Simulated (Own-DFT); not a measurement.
# One host, several defects: wurtzite GaN

No measurement is shown. These are fixed-geometry runs of a retired plane-wave code named Own-DFT, which no person has reviewed; spin and spin-orbit coupling are neglected.

Common settings: PBE; PseudoDojo norm-conserving scalar-relativistic files; cutoff 42 hartree; 4 x 4 x 3 k mesh centred on Gamma; Fermi-Dirac smearing of 0.1 eV.

Keep in mind (not all hold for every row): not probed for a lower state with spin; forces not confirmed at this smearing and k mesh; stress not checked against mesh or cutoff.

All runs share one cell, with vectors in Å (9.567, 0.000, 0.000); (-4.784, 8.285, 0.000); (0.000, 0.000, 10.370) and a volume of 822.0 Å³. u is the rms random offset of the atoms per axis. The defect's site can differ from row to row.

| cell | formula | u (Å) | P (GPa) |
|---|---|---|---|
| no defect | Ga36N36 | 0.0185 | 5.91 |
| no defect | Ga36N36 | 0.0191 | 5.90 |
| no defect | Ga36N36 | 0.0524 | 7.52 |
| one Ga on an N site | Ga37N35 | 0.0306 | 11.95 |
| one Ga on an N site | Ga37N35 | 0.0501 | 13.69 |
| one Ga on an N site | Ga37N35 | 0.0503 | 13.60 |
| one N on a Ga site | Ga35N37 | 0.0288 | 5.55 |
| one N on a Ga site | Ga35N37 | 0.0297 | 5.38 |
| one N on a Ga site | Ga35N37 | 0.0480 | 6.78 |
| one N on a Ga site | Ga35N37 | 0.0501 | ? |

## Working it out

P = P0 + c u² + a shift for each defect gives P0 = 5.50 GPa, c = 816 ± 81 GPa/Å² and a scatter of 0.21 GPa. The shifts, and each times the cell's volume:

- one Ga on an N site: 5.95 ± 0.19 GPa, 30.5 eV
- one N on a Ga site: -0.69 ± 0.17 GPa, -3.5 eV

Against the defect-free cell, a freed cell would be larger where the shift is positive and smaller where it is negative (160.2 GPa Å³ is 1 eV). The atoms around the defects weren't relaxed, which would change these numbers.

## The run left out

Q: what pressure belongs in the blank (one N on a Ga site, u = 0.0501 Å)?

The fit gives 6.86 ± 0.26 GPa. The calculation gave 6.87 GPa.
